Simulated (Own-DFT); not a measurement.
# What a defect does to the pressure of its cell: wurtzite GaN

The numbers are computed, not measured, by runs of the plane-wave DFT program Own-DFT (in-house, retired, unreviewed) at fixed positions, with no spin and no spin-orbit coupling.

Settings: PBE; PseudoDojo norm-conserving scalar-relativistic files; cutoff 42 hartree; 4 x 4 x 3 k mesh centred on Gamma; Fermi-Dirac smearing of 0.1 eV.

Keep in mind (not all hold for every row): not probed for a lower state with spin; forces not confirmed at this smearing and k mesh; stress not checked against mesh or cutoff.

All runs share one cell, with vectors in Å (9.567, 0.000, 0.000); (-4.784, 8.285, 0.000); (0.000, 0.000, 10.370) and a volume of 822.0 Å³. Atoms were moved at random from their sites; u is the rms move along one axis. The defect's site can differ from row to row.

```
cell,formula,u (Å),P (GPa)
no defect,Ga36N36,0.0195,5.91
no defect,Ga36N36,0.0498,7.49
no defect,Ga36N36,0.0500,7.26
one Ga on an N site,Ga37N35,0.0288,?
one Ga on an N site,Ga37N35,0.0322,12.03
one Ga on an N site,Ga37N35,0.0480,12.99
one Ga on an N site,Ga37N35,0.0492,13.27
one N on a Ga site,Ga35N37,0.0295,5.44
one N on a Ga site,Ga35N37,0.0465,6.77
one N on a Ga site,Ga35N37,0.0493,6.71
```

## Analysis

P = P0 + c u² + a shift for each defect gives P0 = 5.51 GPa, c = 771 ± 68 GPa/Å² and a scatter of 0.16 GPa. The shifts, and each times the cell's volume:

- one Ga on an N site: 5.77 ± 0.13 GPa, 29.6 eV
- one N on a Ga site: -0.61 ± 0.13 GPa, -3.1 eV

A positive shift means that the defect pushes the cell outwards. Shift times volume (160.2 GPa Å³ is 1 eV) depends little on the cell's size, so, taken for each site, it can be compared between cells at like pressure. The atoms around the defects weren't relaxed, which would change these numbers.

## Check

Asked: what pressure belongs in the blank (one Ga on an N site, u = 0.0288 Å)?

Estimate: 11.92 ± 0.20 GPa. The calculation gave 11.84 GPa.
